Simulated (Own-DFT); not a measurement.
# A pressure from energies alone: monoclinic HfO2, 94 atoms (Hf32O62), with two O vacancies

All values are computed. Each geometry was run twice at fixed positions with Own-DFT, a retired in-house plane-wave program that no person has reviewed: with PBE, and with HSE06 (exact exchange share 0.25 at short range, screening 0.11 per bohr, Gygi-Baldereschi treatment of its divergence). Both used PseudoDojo norm-conserving files made for PBE, a cutoff of 48 hartree, the Gamma point alone, fixed occupations, a neutral cell and no spin. The unstrained cell is 10.1 Å across at its thinnest, so Gamma alone is coarse and defects feel their images. The hafnium file keeps the 4f electrons in the core, and its forces lie about 75 meV/Å off all-electron values. The oxygen file's force components were 24 meV/Å off all-electron values in a glass.

Unstrained cell vectors in Å: (10.234, 0.000, 0.000); (0.000, 10.350, 0.000); (-1.696, 0.000, 10.445), volume V0 = 1106.4 Å³, from measured lattice constants. Each geometry has its own random strain of a few per cent, its own defect sites and random moves of rms u per axis. HSE06 gave the energy alone. D is its energy less that of PBE, over the lowest D shown. The PBE stress wasn't checked against mesh or cutoff.

```
run,V - V0 (Å³),u (Å),P with PBE (GPa),D (eV)
1,-5.2,0.0492,6.01,0.486
2,29.8,0.0287,-2.36,1.307
3,41.9,0.0517,-3.31,1.780
4,-7.7,0.0308,5.36,0.337
5,-12.3,0.0530,8.60,0.416
6,-22.4,0.0306,8.34,0.000
7,-23.3,0.0487,11.41,0.045
8,15.5,0.0482,1.45,1.271
9,-13.6,0.0318,7.83,0.183
10,24.9,0.0312,-1.43,1.140
11,31.4,0.0300,-2.25,1.354
12,2.6,0.0297,3.30,0.504
13,12.0,0.0491,2.31,1.057
14,-17.4,0.0517,9.12,?
```

## Worked fit

D = 0.41 + 0.0263 (V - V0) + 121 u² eV, with an error of 0.0010 on the volume slope, 26 on the last term and a scatter of 0.07 eV. Pressure is -dE/dV, and 1 eV/Å³ is 160.2 GPa, so HSE06 changes the pressure by -4.2 ± 0.2 GPa. With the ions held to the strained lattice, the PBE pressure falls by 241 ± 8 GPa per unit of volume strain; the shape of the strain isn't fitted, so the true error is larger, and a relaxed crystal would be softer. On that slope HSE06's volume at a given pressure is about 1.7 % smaller, or 0.6 % in lengths. At u = 0 and V0 the PBE pressure is 3.3 GPa, which puts the zero-pressure volume, against the measured cell and with the defects in, at +1.3 % for PBE and -0.4 % for HSE06, each good to a few tenths of a per cent.

## Check

Asked: what D should run 14 give?

The fitted form gives 0.28 eV, with rows scattering by 0.07. The calculation gave 0.268 eV.
